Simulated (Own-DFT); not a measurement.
GaP (zincblende, atoms displaced) (calculated)

All values are calculated (Own-DFT development build). A calculation, not a measurement: plane-wave PBE density functional theory by an unreviewed code, no spin, of a simulated periodic cell, stress positive in tension, free energy of the whole cell less one offset for each atom, forces on such cells passed a denser k mesh, this cell's mesh not checked; offsets are fitted by least squares, one for each functional and potential file, so energies compare only between cells with the same atoms and settings and are not formation energies; the far tail of each file's local potential was reset to the Coulomb form; each entry is a single point on an unrelaxed cell, so the pressure reflects the starting lattice, mostly measured values (interpolated for alloys), from which strain is counted, and rises with the displacements; printed positions are rounded, which can move forces by about a meV/angstrom; the program, named Own-DFT, is a retired in-house code; no spin-orbit coupling.

Settings shared by all entries: functional PBE; potential files PseudoDojo norm-conserving, scalar-relativistic, standard set; wave cutoff 42 hartree; occupations Fermi-Dirac; smearing width 0.1 eV; hardware one NVIDIA H200; k mesh 2 x 3 x 3 centred on Gamma.

```json
{"entry": 1, "formula": "GaP", "kind": "zincblende, atoms displaced", "structure": {"cell_angstrom": [[16.3515, 0.0, 0.0], [0.0, 10.901, 0.0], [0.0, 0.0, 10.901]], "atoms_fractional": [["Ga", 0.00777, 0.00785, 0.00102], ["Ga", 0.98813, 0.25413, 0.24201], ["Ga", 0.16327, 0.99514, 0.25845], ["Ga", 0.17092, 0.26314, 0.00068], ["P", 0.08132, 0.12345, 0.1319], ["P", 0.09438, 0.36763, 0.37573], ["P", 0.25066, 0.11101, 0.36888], ["P", 0.2524, 0.36976, 0.10971], ["Ga", 0.00678, 0.01031, 0.48596], ["Ga", 0.002, 0.25212, 0.74519], ["Ga", 0.16588, 0.00299, 0.75419], ["Ga", 0.16428, 0.25746, 0.50977], ["P", 0.0781, 0.12712, 0.62042], ["P", 0.09741, 0.39051, 0.87598], ["P", 0.24639, 0.12183, 0.88639], ["P", 0.25362, 0.36728, 0.62672], ["Ga", 0.98853, 0.51512, 0.02316], ["Ga", 0.99811, 0.75788, 0.25043], ["Ga", 0.1649, 0.48353, 0.25526], ["Ga", 0.16769, 0.74367, 0.00698], ["P", 0.08791, 0.6215, 0.12186], ["P", 0.07827, 0.8523, 0.35839], ["P", 0.24525, 0.62044, 0.37628], ["P", 0.25738, 0.87596, 0.12598], ["Ga", 0.99454, 0.48387, 0.49862], ["Ga", 0.99806, 0.76738, 0.74216], ["Ga", 0.16927, 0.4983, 0.75751], ["Ga", 0.15882, 0.74034, 0.50527], ["P", 0.09129, 0.62205, 0.62142], ["P", 0.0718, 0.87589, 0.87357], ["P", 0.25324, 0.5969, 0.87358], ["P", 0.24643, 0.87508, 0.62336], ["Ga", 0.3363, 0.99432, 0.9956], ["Ga", 0.33078, 0.27879, 0.24726], ["Ga", 0.51182, 0.9867, 0.24221], ["Ga", 0.49673, 0.24622, 0.0101], ["P", 0.41631, 0.12802, 0.13595], ["P", 0.42104, 0.38733, 0.38499], ["P", 0.57922, 0.11896, 0.38275], ["P", 0.58351, 0.38532, 0.10622], ["Ga", 0.3241, 0.00893, 0.51678], ["Ga", 0.33345, 0.25247, 0.73951], ["Ga", 0.49485, 0.99217, 0.75328], ["Ga", 0.51516, 0.25315, 0.51791], ["P", 0.41449, 0.12467, 0.62048], ["P", 0.4127, 0.37464, 0.87503], ["P", 0.58162, 0.11881, 0.86131], ["P", 0.59517, 0.37105, 0.61473], ["Ga", 0.33643, 0.49847, 0.99119], ["Ga", 0.33946, 0.75155, 0.23523], ["Ga", 0.50071, 0.48832, 0.24168], ["Ga", 0.49523, 0.75743, 0.02606], ["P", 0.42207, 0.63705, 0.13676], ["P", 0.42257, 0.87705, 0.36807], ["P", 0.57986, 0.61939, 0.38254], ["P", 0.58401, 0.88553, 0.11894], ["Ga", 0.33922, 0.50603, 0.49636], ["Ga", 0.33081, 0.75004, 0.73521], ["Ga", 0.49016, 0.50405, 0.76389], ["Ga", 0.50002, 0.73024, 0.50755], ["P", 0.41617, 0.63257, 0.6147], ["P", 0.41004, 0.884, 0.87822], ["P", 0.58487, 0.63798, 0.87348], ["P", 0.58654, 0.88051, 0.62218], ["Ga", 0.65689, 0.98664, 0.99649], ["Ga", 0.65883, 0.24551, 0.26353], ["Ga", 0.82451, 0.00552, 0.2637], ["Ga", 0.82736, 0.24861, 0.99556], ["P", 0.74551, 0.13117, 0.13043], ["P", 0.73993, 0.37524, 0.36927], ["P", 0.91192, 0.13824, 0.36272], ["P", 0.90323, 0.37853, 0.12024], ["Ga", 0.6627, 0.00575, 0.50742], ["Ga", 0.65563, 0.2455, 0.7436], ["Ga", 0.83319, 0.00249, 0.76232], ["Ga", 0.82337, 0.25439, 0.50281], ["P", 0.75674, 0.12005, 0.63677], ["P", 0.75833, 0.37161, 0.87831], ["P", 0.91518, 0.12077, 0.8771], ["P", 0.92053, 0.39357, 0.62756], ["Ga", 0.66946, 0.49689, 0.99482], ["Ga", 0.66481, 0.74298, 0.23836], ["Ga", 0.83131, 0.50843, 0.2439], ["Ga", 0.83785, 0.75402, 0.99611], ["P", 0.74407, 0.61965, 0.12991], ["P", 0.75208, 0.87664, 0.37093], ["P", 0.90919, 0.60984, 0.3866], ["P", 0.91772, 0.87286, 0.12356], ["Ga", 0.6642, 0.49634, 0.47851], ["Ga", 0.66356, 0.7616, 0.75505], ["Ga", 0.83738, 0.50098, 0.76897], ["Ga", 0.83532, 0.75641, 0.49545], ["P", 0.75622, 0.61028, 0.62783], ["P", 0.75021, 0.88099, 0.88501], ["P", 0.91549, 0.6202, 0.87894], ["P", 0.92664, 0.87016, 0.61724]]}, "results": {"free_energy_of_cell_above_offsets [eV]": "-37.600", "pressure [GPa]": 5.28, "stress_xx [GPa]": -5.42, "stress_yy [GPa]": -5.07, "stress_zz [GPa]": -5.36, "stress_yz [GPa]": 0.78, "stress_xz [GPa]": 0.13, "stress_xy [GPa]": -0.92, "force_element": ["Ga", "Ga", "Ga", "Ga", "P", "P", "P", "P", "Ga", "Ga", "Ga", "Ga", "P", "P", "P", "P", "Ga", "Ga", "Ga", "Ga", "P", "P", "P", "P", "Ga", "Ga", "Ga", "Ga", "P", "P", "P", "P", "Ga", "Ga", "Ga", "Ga", "P", "P", "P", "P", "Ga", "Ga", "Ga", "Ga", "P", "P", "P", "P", "Ga", "Ga", "Ga", "Ga", "P", "P", "P", "P", "Ga", "Ga", "Ga", "Ga", "P", "P", "P", "P", "Ga", "Ga", "Ga", "Ga", "P", "P", "P", "P", "Ga", "Ga", "Ga", "Ga", "P", "P", "P", "P", "Ga", "Ga", "Ga", "Ga", "P", "P", "P", "P", "Ga", "Ga", "Ga", "Ga", "P", "P", "P", "P"], "force_x [eV/angstrom]": [-1.413, 1.639, 0.059, -1.758, 0.694, -3.5, -0.056, 0.612, -0.966, -0.3, -0.582, 1.113, 1.26, -3.988, 0.625, -0.46, 1.085, -2.604, 1.33, 0.767, -0.766, 2.794, 0.929, -1.663, 2.831, 1.031, 0.514, 1.619, -2.562, 2.575, 0.157, -1.003, -1.157, 0.995, -2.592, 0.28, -0.047, 0.566, -0.104, -0.374, 0.883, 0.184, 0.117, -2.927, 1.204, 0.761, -0.755, -0.596, 0.989, -1.503, 0.227, 0.745, -0.437, -0.482, 0.03, 0.616, -1.856, -0.134, 1.392, 1.489, -1.12, 1.436, -1.086, -1.513, 2.135, -0.102, 1.221, 0.721, -0.676, 2.163, -0.336, 1.121, 1.772, 2.544, 0.67, 0.967, -1.377, -2.654, 1.042, -1.999, 0.456, -0.553, -0.508, -0.692, 0.89, -1.907, 1.045, -0.414, 0.96, 1.42, -0.6, -0.373, -1.137, 0.108, 1.182, -2.334], "force_y [eV/angstrom]": [-0.416, 0.64, -0.582, -2.329, 1.253, -0.499, 2.204, 2.395, -0.953, 0.8, -0.204, -1.813, -0.161, -2.131, 0.489, 1.979, -0.778, -3.509, 1.8, 0.677, -0.243, 3.272, 0.418, 0.053, 1.76, -3.262, 0.274, 1.46, -1.412, -0.08, 4.469, -0.23, 2.139, -2.165, 2.285, -0.172, -0.464, -1.829, 0.154, -1.753, -0.628, -1.318, 0.44, -1.465, 0.399, -1.478, 0.157, 2.681, 0.25, 0.796, 1.011, 0.521, -3.647, -0.621, 0.597, -3.061, 0.01, -0.288, 0.725, 3.5, -1.795, -2.848, -0.867, -1.227, 3.11, 0.152, 0.443, -1.48, -0.81, -0.495, -0.922, -0.288, -0.028, -0.162, -1.268, 0.441, 0.625, 0.175, 1.254, -3.007, 0.979, 0.943, -0.775, -0.525, 0.564, -0.976, 1.221, 1.268, 0.873, -0.609, -0.256, -0.871, 1.458, -0.832, 1.964, 2.453], "force_z [eV/angstrom]": [0.244, -0.32, -0.868, -0.862, -0.121, -0.014, 0.73, 1.817, -0.692, 0.95, 0.03, -0.314, 0.511, 1.516, -1.029, -0.848, -1.181, -2.139, -1.586, -1.37, 1.858, 3.58, -0.702, -0.487, -1.555, 0.919, -3.235, -1.85, 1.986, 0.576, -0.228, 0.132, 1.659, 1.382, 2.192, -1.216, -0.041, -0.826, -0.569, 1.65, -1.91, 1.641, -1.054, -1.76, 0.782, -0.022, 1.844, 1.765, 2.041, 2.969, 0.57, -3.174, -1.052, 1.158, -2.231, 0.714, 0.259, 1.691, -1.146, -1.851, 2.793, -1.096, 1.147, 0.536, -1.262, -1.523, -2.087, 0.909, -0.448, -0.648, 2.123, 0.26, -0.503, 0.752, -0.846, 0.027, -0.912, -1.29, 0.476, 1.785, -1.041, 1.659, 1.18, 0.648, -1.724, 1.052, -1.381, 0.304, 2.292, -0.955, -1.743, 0.968, -0.27, -0.697, -0.071, -1.321], "wall_time [s]": 934.4}}
{"entry": 2, "formula": "GaP", "kind": "zincblende, atoms displaced", "structure": {"cell_angstrom": [[16.3515, 0.0, 0.0], [0.0, 10.901, 0.0], [0.0, 0.0, 10.901]], "atoms_fractional": [["Ga", 0.0064, 0.00253, 0.01725], ["Ga", 0.00264, 0.25049, 0.25511], ["Ga", 0.17364, 0.99883, 0.26157], ["Ga", 0.16687, 0.24487, 0.99162], ["P", 0.09547, 0.12576, 0.14145], ["P", 0.08663, 0.3604, 0.37151], ["P", 0.26542, 0.1129, 0.3605], ["P", 0.24919, 0.37809, 0.10881], ["Ga", 0.99674, 0.00749, 0.50156], ["Ga", 0.99828, 0.26486, 0.76675], ["Ga", 0.17612, 0.99906, 0.76787], ["Ga", 0.17122, 0.24978, 0.49974], ["P", 0.07649, 0.13377, 0.62357], ["P", 0.0782, 0.37075, 0.87244], ["P", 0.2588, 0.11614, 0.88272], ["P", 0.24171, 0.37833, 0.63285], ["Ga", 0.00083, 0.5074, 0.99977], ["Ga", 0.99793, 0.74584, 0.23679], ["Ga", 0.16308, 0.51001, 0.25622], ["Ga", 0.15701, 0.73527, 0.00519], ["P", 0.08419, 0.64212, 0.13915], ["P", 0.06851, 0.87028, 0.38794], ["P", 0.24597, 0.62181, 0.36384], ["P", 0.24769, 0.86833, 0.12203], ["Ga", 0.99377, 0.4974, 0.50014], ["Ga", 0.0001, 0.76484, 0.74988], ["Ga", 0.17419, 0.47993, 0.74635], ["Ga", 0.16573, 0.7543, 0.509], ["P", 0.08783, 0.6091, 0.62193], ["P", 0.08712, 0.87722, 0.87911], ["P", 0.25774, 0.62076, 0.88581], ["P", 0.23927, 0.88277, 0.62308], ["Ga", 0.32946, 0.00623, 0.00836], ["Ga", 0.33244, 0.24468, 0.24921], ["Ga", 0.50061, 0.99619, 0.25286], ["Ga", 0.49937, 0.25887, 0.01153], ["P", 0.42095, 0.11693, 0.12989], ["P", 0.42166, 0.38893, 0.3732], ["P", 0.58751, 0.12169, 0.37644], ["P", 0.58505, 0.37785, 0.12425], ["Ga", 0.33547, 0.00307, 0.51675], ["Ga", 0.3274, 0.2544, 0.73961], ["Ga", 0.49142, 0.00499, 0.74474], ["Ga", 0.49493, 0.25211, 0.50406], ["P", 0.421, 0.1288, 0.63839], ["P", 0.40961, 0.37838, 0.87208], ["P", 0.57649, 0.12357, 0.88057], ["P", 0.57836, 0.37298, 0.63047], ["Ga", 0.33978, 0.49237, 0.00215], ["Ga", 0.33996, 0.76466, 0.24578], ["Ga", 0.49773, 0.49754, 0.25282], ["Ga", 0.4878, 0.74699, 0.0222], ["P", 0.42309, 0.63165, 0.12263], ["P", 0.41607, 0.8791, 0.37175], ["P", 0.58888, 0.63068, 0.3756], ["P", 0.57958, 0.89886, 0.1143], ["Ga", 0.32816, 0.49683, 0.49419], ["Ga", 0.3443, 0.75805, 0.76346], ["Ga", 0.4891, 0.49411, 0.74658], ["Ga", 0.49747, 0.73464, 0.49947], ["P", 0.42141, 0.62255, 0.63107], ["P", 0.41724, 0.86253, 0.86514], ["P", 0.57833, 0.61564, 0.88079], ["P", 0.58214, 0.86099, 0.62492], ["Ga", 0.67139, 0.00196, 0.00065], ["Ga", 0.65971, 0.24925, 0.24647], ["Ga", 0.83057, 0.01497, 0.25516], ["Ga", 0.8379, 0.23995, 0.00245], ["P", 0.74325, 0.1212, 0.14253], ["P", 0.75222, 0.36452, 0.3754], ["P", 0.92064, 0.13655, 0.35856], ["P", 0.92543, 0.36199, 0.13873], ["Ga", 0.66875, 0.00519, 0.512], ["Ga", 0.65841, 0.25341, 0.755], ["Ga", 0.83378, 0.99298, 0.73456], ["Ga", 0.83712, 0.23985, 0.52702], ["P", 0.7453, 0.14735, 0.62243], ["P", 0.74638, 0.37355, 0.85332], ["P", 0.9079, 0.12296, 0.87642], ["P", 0.90816, 0.38764, 0.61938], ["Ga", 0.66043, 0.48353, 0.99773], ["Ga", 0.66477, 0.75259, 0.25067], ["Ga", 0.82383, 0.52709, 0.2566], ["Ga", 0.8385, 0.76933, 0.98948], ["P", 0.75929, 0.6239, 0.13305], ["P", 0.75838, 0.87333, 0.37787], ["P", 0.93308, 0.62464, 0.39588], ["P", 0.92234, 0.86209, 0.12952], ["Ga", 0.66184, 0.50497, 0.50528], ["Ga", 0.6604, 0.75857, 0.74744], ["Ga", 0.83275, 0.48791, 0.76046], ["Ga", 0.83772, 0.76148, 0.50311], ["P", 0.74365, 0.62461, 0.62743], ["P", 0.75339, 0.88719, 0.85259], ["P", 0.9126, 0.62107, 0.88053], ["P", 0.91927, 0.86665, 0.6206]]}, "results": {"free_energy_of_cell_above_offsets [eV]": "-35.434", "pressure [GPa]": 5.29, "stress_xx [GPa]": -5.4, "stress_yy [GPa]": -5.13, "stress_zz [GPa]": -5.35, "stress_yz [GPa]": 1.05, "stress_xz [GPa]": -0.46, "stress_xy [GPa]": -0.69, "force_element": ["Ga", "Ga", "Ga", "Ga", "P", "P", "P", "P", "Ga", "Ga", "Ga", "Ga", "P", "P", "P", "P", "Ga", "Ga", "Ga", "Ga", "P", "P", "P", "P", "Ga", "Ga", "Ga", "Ga", "P", "P", "P", "P", "Ga", "Ga", "Ga", "Ga", "P", "P", "P", "P", "Ga", "Ga", "Ga", "Ga", "P", "P", "P", "P", "Ga", "Ga", "Ga", "Ga", "P", "P", "P", "P", "Ga", "Ga", "Ga", "Ga", "P", "P", "P", "P", "Ga", "Ga", "Ga", "Ga", "P", "P", "P", "P", "Ga", "Ga", "Ga", "Ga", "P", "P", "P", "P", "Ga", "Ga", "Ga", "Ga", "P", "P", "P", "P", "Ga", "Ga", "Ga", "Ga", "P", "P", "P", "P"], "force_x [eV/angstrom]": [-0.201, 1.889, -1.183, -0.123, -0.844, 0.169, -1.064, -0.378, -0.381, -2.46, -1.598, -0.199, 0.973, 2.557, -0.95, 3.655, 0.03, -0.472, -0.582, 2.227, 0.18, 2.07, 1.748, -0.209, 3.166, 0.914, -3.29, -1.007, -0.246, -0.539, -1.123, 2.281, 1.534, 0.982, 0.537, -0.716, -0.477, -1.875, -1.381, -1.142, 0.035, 0.429, 2.45, 1.102, -2.066, 0.89, 0.553, -0.247, -0.393, -1.125, 1.906, 4.56, -3.718, 0.523, -1.23, 0.164, 0.12, -4.358, 1.885, 0.273, -2.442, 2.782, -0.169, -1.447, 0.358, 0.63, 0.94, -1.381, 0.46, -0.387, -1.44, -1.897, 0.093, -0.684, 0.667, 1.43, -1.296, -0.374, 1.974, 1.312, 1.94, 0.687, 3.528, -0.827, -3.54, -1.232, -3.553, -1.977, 0.776, 0.969, 0.222, -0.868, 1.314, -1.499, 0.497, 0.215], "force_y [eV/angstrom]": [0.12, -0.355, -1.721, -0.031, 0.173, 2.056, 0.576, -0.365, 0.418, -2.213, 0.321, -1.186, -0.08, 2.001, 2.32, -2.897, -0.73, 0.225, -2.12, 1.325, -3.59, 0.089, 1.966, 0.376, -2.514, -2.174, 4.216, -1.224, 0.86, -0.1, 0.166, -0.295, -2.038, 1.831, 0.771, -0.815, 1.208, -2.418, 0.147, -0.48, -0.284, -0.524, -2.313, -0.131, 1.333, -1.617, 0.206, 0.531, 1.393, -1.469, 1.861, 3.616, -4.058, -0.366, -0.905, -2.993, 0.917, -3.432, -0.25, 1.162, 0.437, 4.205, 1.065, 2.627, 0.577, 0.61, -1.78, 1.301, 0.619, 1.09, -1.502, 2.505, -0.965, -0.822, 1.999, 1.469, -3.105, -1.082, -1.163, -0.989, 1.744, 0.853, -3.942, -0.985, 2.997, 1.024, 2.839, 3.135, -1.314, -2.109, 2.527, -2.622, 0.606, -1.272, 0.779, 2.15], "force_z [eV/angstrom]": [-0.513, -0.925, -0.102, 0.427, -1.035, 0.862, 3.077, 1.929, -0.341, -2.745, -1.111, -0.481, 1.245, 1.912, -1.44, -4.24, 1.248, 3.91, -1.193, -1.761, -1.099, -1.232, 1.696, 0.029, 1.298, 0.617, 3.883, -1.368, 1.028, 0.362, -0.978, 0.848, 0.686, -1.403, 0.781, -1.187, -0.378, 0.919, 0.511, 1.321, -0.827, 1.399, 1.681, -0.753, -2.086, -0.024, -0.171, -0.668, 0.495, -0.247, -0.935, -4.454, 3.713, 1.965, -0.385, 0.641, 0.558, -3.537, 1.085, -0.712, -1.109, 4.141, -0.014, -1.076, -1.138, 1.246, 0.252, 1.171, -2.423, 0.354, 3.251, -2.092, -0.689, -0.094, -0.641, -3.815, 1.91, 3.704, -0.713, 1.379, -1.153, -0.857, 3.964, 0.164, -4.329, -0.293, -3.664, -1.042, -0.442, 1.47, -1.373, -0.334, 0.43, 2.449, -0.843, 0.457], "wall_time [s]": 945.1}}
```
